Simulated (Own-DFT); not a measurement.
Simulation results for Si₄₇N₆₄ (beta silicon nitride with one vacancy, atoms displaced)

All values are calculated (Own-DFT development build). A calculation, not a measurement: plane-wave PBE density functional theory by an unreviewed code, no spin, of a simulated periodic cell, stress positive in tension, free energy of the whole cell less one offset for each atom, defect cell not probed for a lower state with spin; forces on such cells moved up to 12 meV/angstrom on a denser k mesh; offsets are fitted by least squares, one for each functional and potential file, so energies compare only between cells with the same atoms and settings and are not formation energies; the far tail of each file's local potential was reset to the Coulomb form; each entry is a single point on an unrelaxed cell, so the pressure reflects the starting lattice, mostly measured values (interpolated for alloys), from which strain is counted, and rises with the displacements; printed positions are rounded, which can move forces by about a meV/angstrom; the program, named Own-DFT, is a retired in-house code; no spin-orbit coupling; before rounding, a Quantum ESPRESSO 7.3.1 run of the same cell and cutoff gave forces within 1 meV/angstrom rms on each cell, which checks the program and not the settings.

Common to all runs: functional PBE; potential files PseudoDojo norm-conserving, scalar-relativistic, standard set; wave cutoff 42 hartree; occupations Fermi-Dirac; smearing width 0.1 eV; k mesh 2 x 2 x 4 centred on Gamma.

(1) Si₄₇N₆₄ (beta silicon nitride with one vacancy, atoms displaced)

```
Si47N64
1.0
     15.2120     0.0000     0.0000
     -7.6060    13.1740     0.0000
      0.0000     0.0000     5.8180
Si N Si N Si N Si N Si N Si N Si N Si N
6 8 6 8 6 8 6 8 5 8 6 8 6 8 6 8
Direct
  0.09005 0.38414 0.10822
  0.11457 0.20178 0.11461
  0.29722 0.40629 0.11323
  0.40948 0.11053 0.37941
  0.38507 0.29813 0.38151
  0.19888 0.08426 0.38427
  0.16459 0.01761 0.11549
  0.48106 0.14327 0.11153
  0.34766 0.33153 0.12623
  0.33350 0.48889 0.39199
  0.01653 0.35518 0.37683
  0.14993 0.16760 0.36313
  0.16245 0.33401 0.12504
  0.32603 0.15789 0.37613
  0.08851 0.38714 0.60920
  0.12104 0.20354 0.61509
  0.29311 0.41082 0.61944
  0.41722 0.11713 0.87748
  0.38233 0.29838 0.88290
  0.20046 0.07869 0.86853
  0.16824 0.01237 0.61604
  0.48858 0.15393 0.61743
  0.35499 0.33352 0.62271
  0.33600 0.48813 0.89099
  0.01216 0.35053 0.88477
  0.15524 0.17208 0.87795
  0.16432 0.32727 0.61521
  0.33175 0.17178 0.86746
  0.09342 0.88494 0.13242
  0.11970 0.70474 0.10760
  0.29298 0.90729 0.12661
  0.41494 0.61357 0.36628
  0.38088 0.79392 0.37154
  0.19946 0.58630 0.37503
  0.16982 0.51170 0.13388
  0.47977 0.64855 0.13878
  0.34504 0.82672 0.12350
  0.33564 0.98436 0.38556
  0.02389 0.85443 0.35538
  0.15000 0.67371 0.36547
  0.17034 0.83648 0.11540
  0.33367 0.67336 0.35973
  0.08647 0.88744 0.63604
  0.11568 0.69927 0.62001
  0.30045 0.91443 0.62484
  0.41209 0.62104 0.85945
  0.38213 0.80020 0.86262
  0.20542 0.58965 0.87161
  0.16715 0.51727 0.62097
  0.48892 0.65237 0.61803
  0.35557 0.83313 0.61760
  0.33113 0.98351 0.86301
  0.01806 0.85494 0.88348
  0.14920 0.67273 0.89218
  0.16008 0.82859 0.63484
  0.33719 0.66961 0.87535
  0.58789 0.38879 0.11727
  0.62426 0.20790 0.11937
  0.91471 0.11638 0.36059
  0.88087 0.29970 0.37143
  0.70010 0.08514 0.36796
  0.66228 0.02068 0.13955
  0.98668 0.15075 0.12956
  0.84984 0.32870 0.12155
  0.83694 0.48533 0.37320
  0.51442 0.33915 0.37516
  0.65032 0.16988 0.36910
  0.66468 0.33625 0.11841
  0.83077 0.16693 0.37869
  0.58372 0.39072 0.61617
  0.61140 0.19710 0.65089
  0.79410 0.41271 0.63592
  0.91384 0.11291 0.86628
  0.88460 0.29664 0.88702
  0.69811 0.08191 0.85125
  0.66481 0.01330 0.62535
  0.98042 0.15135 0.63752
  0.84302 0.33211 0.62552
  0.83803 0.49009 0.87575
  0.52016 0.35412 0.87961
  0.64758 0.16195 0.87346
  0.66709 0.33434 0.62630
  0.83259 0.16731 0.87707
  0.59182 0.88518 0.11825
  0.61687 0.70072 0.13754
  0.79887 0.91441 0.13530
  0.91435 0.61268 0.38723
  0.88720 0.79951 0.38982
  0.70700 0.58921 0.36188
  0.66109 0.51025 0.12353
  0.98431 0.65298 0.11776
  0.85226 0.83354 0.12824
  0.82839 0.98411 0.37410
  0.51176 0.84758 0.38261
  0.64602 0.66451 0.37099
  0.66268 0.82918 0.13237
  0.83401 0.67104 0.38219
  0.58585 0.88417 0.61810
  0.60964 0.69677 0.62375
  0.79646 0.91097 0.62815
  0.91274 0.61596 0.87367
  0.88307 0.79721 0.88467
  0.70317 0.58494 0.86361
  0.66905 0.51482 0.62994
  0.98680 0.65127 0.62135
  0.85315 0.83615 0.62326
  0.83825 0.98584 0.87712
  0.51269 0.84662 0.86476
  0.64694 0.66118 0.87503
  0.66429 0.82803 0.61855
  0.83516 0.67307 0.88309
```

```
free energy of cell above offsets : 4.345 eV
pressure                          : 8.6 GPa
stress xx                         : -5.42 GPa
stress yy                         : -9.19 GPa
stress zz                         : -11.19 GPa
stress yz                         : -1.36 GPa
stress xz                         : 0.36 GPa
stress xy                         : -0.27 GPa
```

Force:
```tsv
element	x (eV/Å)	y (eV/Å)	z (eV/Å)
Si	-2.963	0.557	2.977
Si	-0.411	1.405	0.858
Si	-3.045	2.527	2.65
Si	0.415	2.38	-1.621
Si	1.438	-3.03	-1.519
Si	-0.037	1.209	-3.908
N	0.181	-1.388	2.339
N	2.146	1.055	3.948
N	0.417	0.257	1.448
N	0.329	-2.547	-2.271
N	-0.61	-0.653	-1.856
N	1.145	-1.287	1.13
N	4.192	-1.541	-0.425
N	1.174	2.763	0.079
Si	-0.366	-1.641	2.61
Si	-2.357	-1.655	1.674
Si	1.296	0.521	1.847
Si	-3.335	-0.526	-3.014
Si	2.599	-0.413	-1.645
Si	0.219	4.336	0.319
N	-0.844	0.309	1.671
N	-2.234	-1.681	1.173
N	-2.989	2.091	1.345
N	0.099	-0.999	-3.078
N	1.945	0.977	-3.389
N	1.278	-1.935	-2.536
N	-0.717	3.181	0.221
N	1.77	-2.727	0.218
Si	-0.384	1.201	-3.6
Si	-6.715	2.514	8.032
Si	2.468	2.604	-0.445
Si	-3.667	0.948	3.211
Si	1.646	2.056	-0.864
Si	0.987	2.329	-1.58
N	-0.779	2.137	-2.12
N	3.34	1.588	-5.554
N	-1.396	2.016	-1.05
N	0.09	-1.708	-2.416
N	-3.667	-1.387	6.053
N	2.681	-2.476	0.62
N	-0.737	-1.661	0.435
N	0.829	-5.706	0.921
Si	0.925	-3.035	-1.909
Si	-1.826	2.031	0.896
Si	-1.302	-3.231	0.014
Si	2.603	-1.185	2.56
Si	2.383	-1.166	2.716
Si	0.012	-0.147	2.023
N	-0.344	0.265	1.362
N	-3.819	-1.938	0.398
N	-4.107	2.187	-0.164
N	0.546	1.023	2.656
N	-1.039	-0.434	-0.448
N	6.814	-4.737	-9.57
N	2.073	1.74	-0.5
N	-2.988	0.179	-0.829
Si	1.677	-3.067	1.921
Si	-2.091	0.83	1.245
Si	-2.346	0.188	3.812
Si	0.572	0.156	1.111
Si	-0.262	4.017	3.202
N	0.364	-4.3	-6.127
N	-0.264	-0.548	-2.323
N	-1.572	0.387	1.062
N	-0.366	-0.722	1.925
N	-1.404	1.168	-1.122
N	1.011	-1.495	2.566
N	0.339	-1.25	-0.268
N	1.202	-0.423	-0.075
Si	2.639	-2.541	1.612
Si	0.215	3.79	-6.388
Si	1.36	0.97	-0.853
Si	-2.561	1.083	3.297
Si	-1.304	0.267	-2.749
Si	1.275	3.44	5.763
N	-0.176	-1.297	-2.959
N	3.688	1.005	-5.05
N	1.676	-0.475	0.915
N	-0.469	-1.029	-1.333
N	-3.39	-1.131	-2.189
N	1.807	-1.355	1.601
N	-2.352	-1.103	0.531
N	0.195	-2.262	-0.551
Si	-3.086	-0.383	1.168
Si	-2.819	0.011	-3.884
Si	-0.125	-2.14	-1.915
Si	-1.314	0.312	-3.44
Si	1.891	-0.027	-3.383
Si	-0.542	-0.456	1.175
N	0.104	4.877	-0.033
N	1.226	0.531	1.518
N	-2.026	1.497	1.703
N	0.797	1.029	1.259
N	0.816	0.884	-2.587
N	2.991	-2.006	2.469
N	2.072	1.539	-0.57
N	1.383	-1.092	0.055
Si	0.669	-1.768	0.386
Si	3.095	2.022	0.812
Si	-0.838	-0.318	-0.232
Si	-0.511	0.504	0.452
Si	1.423	1.488	-0.926
Si	0.3	1.725	3.006
N	-0.603	0.86	-3.459
N	0.472	0.228	1.555
N	-0.814	1.058	2.013
N	-0.457	-1.901	0.366
N	0.897	1.122	1.536
N	-0.184	0.039	0.275
N	0.187	1.644	0.57
N	0.172	-3.131	-0.556
```

(2) Si₄₇N₆₄ (beta silicon nitride with one vacancy, atoms displaced)

```
Si47N64
1.0
     15.2120     0.0000     0.0000
     -7.6060    13.1740     0.0000
      0.0000     0.0000     5.8180
Si N Si N Si N Si N Si N Si N Si N Si N
6 8 6 8 6 8 6 8 6 8 6 8 5 8 6 8
Direct
  0.08937 0.38989 0.13350
  0.11591 0.19882 0.11671
  0.29350 0.41029 0.11435
  0.40839 0.10916 0.37523
  0.38703 0.29986 0.36848
  0.20198 0.08244 0.37293
  0.16601 0.01054 0.13900
  0.48560 0.15439 0.13042
  0.35019 0.33630 0.12681
  0.33852 0.48772 0.38964
  0.01917 0.35373 0.37191
  0.14598 0.16629 0.37356
  0.16895 0.33691 0.11420
  0.33417 0.15972 0.37539
  0.08533 0.37987 0.61391
  0.10946 0.19674 0.62346
  0.29720 0.41007 0.63764
  0.41047 0.11567 0.86726
  0.38571 0.29973 0.87537
  0.20302 0.08686 0.88646
  0.16788 0.01716 0.62700
  0.47943 0.14542 0.62515
  0.34112 0.32975 0.61904
  0.33361 0.48761 0.87408
  0.01787 0.34521 0.88359
  0.15612 0.16551 0.88396
  0.16758 0.33086 0.62601
  0.32917 0.16615 0.85301
  0.08849 0.88761 0.12771
  0.12048 0.69851 0.12245
  0.29679 0.91471 0.13120
  0.40961 0.61797 0.37546
  0.39355 0.79852 0.36739
  0.20831 0.58548 0.37479
  0.17280 0.52062 0.11475
  0.49003 0.65274 0.10040
  0.34315 0.83452 0.12618
  0.34088 0.98750 0.35933
  0.01719 0.84542 0.38958
  0.15319 0.66731 0.36760
  0.16668 0.83456 0.12183
  0.33750 0.67361 0.38462
  0.08038 0.88391 0.61662
  0.11871 0.69737 0.62499
  0.30205 0.92034 0.61882
  0.40844 0.61665 0.87389
  0.38342 0.79793 0.87772
  0.20016 0.58458 0.88022
  0.16717 0.51250 0.62726
  0.48116 0.65150 0.62812
  0.35683 0.83955 0.62305
  0.33053 0.97872 0.88168
  0.01359 0.84873 0.87315
  0.14877 0.66578 0.89117
  0.16637 0.83059 0.64302
  0.33883 0.67065 0.86538
  0.58635 0.38541 0.12929
  0.61779 0.20285 0.12320
  0.79600 0.41750 0.12937
  0.91517 0.11370 0.39789
  0.88332 0.29967 0.38432
  0.70599 0.09304 0.36454
  0.66719 0.02016 0.12063
  0.97862 0.15233 0.11519
  0.84744 0.33237 0.12209
  0.82622 0.47834 0.37387
  0.51756 0.34797 0.39043
  0.65395 0.16996 0.35605
  0.66488 0.33847 0.09221
  0.83322 0.16226 0.37458
  0.58848 0.38936 0.64184
  0.61091 0.19556 0.62573
  0.79673 0.41203 0.62475
  0.91715 0.11540 0.86915
  0.88873 0.29641 0.87594
  0.69377 0.08432 0.87369
  0.67322 0.01748 0.60705
  0.98627 0.15552 0.63197
  0.84949 0.32868 0.61837
  0.83395 0.48240 0.86763
  0.52206 0.35288 0.88276
  0.65399 0.17116 0.87267
  0.66805 0.33979 0.62839
  0.82929 0.16845 0.86884
  0.58950 0.88937 0.13154
  0.61785 0.70629 0.12912
  0.80308 0.91052 0.12680
  0.91329 0.61835 0.38515
  0.88514 0.79759 0.37611
  0.66811 0.52131 0.11956
  0.98278 0.64492 0.11757
  0.85008 0.82866 0.13336
  0.82829 0.98076 0.36502
  0.51533 0.85195 0.38505
  0.64971 0.66257 0.37130
  0.66472 0.83583 0.12212
  0.83642 0.67319 0.38285
  0.58288 0.88371 0.62162
  0.61128 0.69924 0.64160
  0.79511 0.91269 0.62465
  0.91541 0.61427 0.88347
  0.89065 0.80074 0.87747
  0.71064 0.59134 0.87002
  0.66543 0.51526 0.63238
  0.98114 0.64723 0.61581
  0.85814 0.83795 0.61537
  0.83263 0.98713 0.87271
  0.50987 0.84787 0.88389
  0.64907 0.66659 0.88561
  0.65848 0.83518 0.62264
  0.83662 0.67216 0.88142
```

```
free energy of cell above offsets : 3.806 eV
pressure                          : 7.75 GPa
stress xx                         : -7.32 GPa
stress yy                         : -5.71 GPa
stress zz                         : -10.21 GPa
stress yz                         : -1.43 GPa
stress xz                         : -1.13 GPa
stress xy                         : -1.03 GPa
```

Force:
```tsv
element	x (eV/Å)	y (eV/Å)	z (eV/Å)
Si	1.666	-1.145	-2.549
Si	-3.084	2.318	1.43
Si	1.123	2.678	2.587
Si	1.773	4.006	-1.215
Si	0.701	-1.615	1.795
Si	-0.125	2.861	2.22
N	-0.464	2.239	-2.298
N	0.022	-0.775	-1.292
N	0.44	-0.351	-0.976
N	-0.756	-1.341	-2.009
N	-2.06	-0.885	0.188
N	1.854	-2.086	-0.221
N	-1.368	-2.234	0.587
N	-3.272	2.407	-0.662
Si	1.711	0.712	3.394
Si	3.437	3.05	0.823
Si	-1.492	1.744	-2.096
Si	-0.283	-0.662	2.838
Si	0.757	-0.399	-1.021
Si	1.22	-1.283	-1.43
N	-0.814	-1.428	0.692
N	1.861	0.181	-0.676
N	2.899	-0.803	0.892
N	0.138	-1.357	0.635
N	-0.352	1.025	-1.41
N	-2.2	0.014	-1.946
N	-1.129	-0.914	-0.161
N	1.662	0.757	1.328
Si	0.496	-4.269	-0.054
Si	-5.383	3.576	3.074
Si	-0.713	-2.489	-1.881
Si	3.53	-0.222	-0.756
Si	-5.872	1.405	0.826
Si	-0.863	1.508	0.59
N	-0.285	-2.518	3.748
N	-2.833	-1	3.264
N	2.995	-1.455	0.414
N	-0.526	-2.269	2.894
N	-2.294	-0.148	-5.744
N	1.952	-2.043	2.081
N	-0.271	-0.993	0.661
N	-0.63	-2.55	-0.837
Si	5.106	1.052	4.817
Si	-2.581	2.183	-0.047
Si	0.002	-3.907	0.823
Si	3.083	0.082	-0.412
Si	-1.486	0.73	-0.389
Si	1.598	3.005	-3.48
N	-0.634	0.589	-0.46
N	0.32	0.003	-0.764
N	-0.82	0.326	-0.766
N	0.139	3.889	-1.446
N	2.211	1.997	1.174
N	3.292	-2.644	-5.624
N	-0.245	0.961	-1.306
N	-4.486	-1.138	0.763
Si	0.742	2.763	2.068
Si	-3.194	2.857	-1.99
Si	0.27	-2.402	-2.483
Si	-2.891	-0.905	-5.511
Si	1.819	-2.21	-4.651
Si	0.825	-0.98	0.714
N	-0.761	-1.634	0.507
N	3.606	0.505	3.175
N	0.018	0.809	0.707
N	1.152	3.442	1.378
N	-1.399	-0.031	-1.254
N	0.068	-0.577	3.812
N	2.203	-2.013	1.684
N	1.05	2.63	0.367
Si	1.476	0.803	-2.343
Si	-0.721	3.413	-1.397
Si	0.025	-0.759	-0.362
Si	-5.379	-0.241	2.12
Si	-1.656	-0.146	0.557
Si	3.288	1.463	-2.432
N	-2.023	-0.702	1.873
N	0.476	-0.507	-0.491
N	-2.173	2.341	3.46
N	0.645	1.577	1.217
N	-5.175	-2.606	0.075
N	-0.433	-1.231	-0.411
N	0.574	-3.932	-0.454
N	1.738	-2.034	0.002
Si	-0.17	-0.906	-1.077
Si	0.454	-0.877	0.684
Si	-2.554	-0.401	-1.539
Si	-2.978	-1.903	-3.662
Si	1.047	-1.302	0.413
N	0.032	-1.806	-0.297
N	2.214	0.991	3.161
N	-1.098	2.168	-2.28
N	1.367	1.939	2.421
N	1.6	1.043	-3.111
N	-1.24	1.218	1.861
N	2.184	0.824	0.106
N	1.565	-1.956	-0.073
Si	0.109	1.696	3.028
Si	0.505	0.2	-2.881
Si	-0.599	-1.499	-0.375
Si	-2.261	-0.461	-2.944
Si	-2.63	-1.407	-0.791
Si	-2.614	-0.079	0.135
N	0.15	0.984	1.133
N	3.499	0.838	3.571
N	-2.806	1.91	3.015
N	1.208	-1.333	-0.012
N	2.19	2.139	-0.033
N	1.545	0.011	-1.23
N	4.205	-1.375	0.508
N	2.238	-0.719	-0.276
```
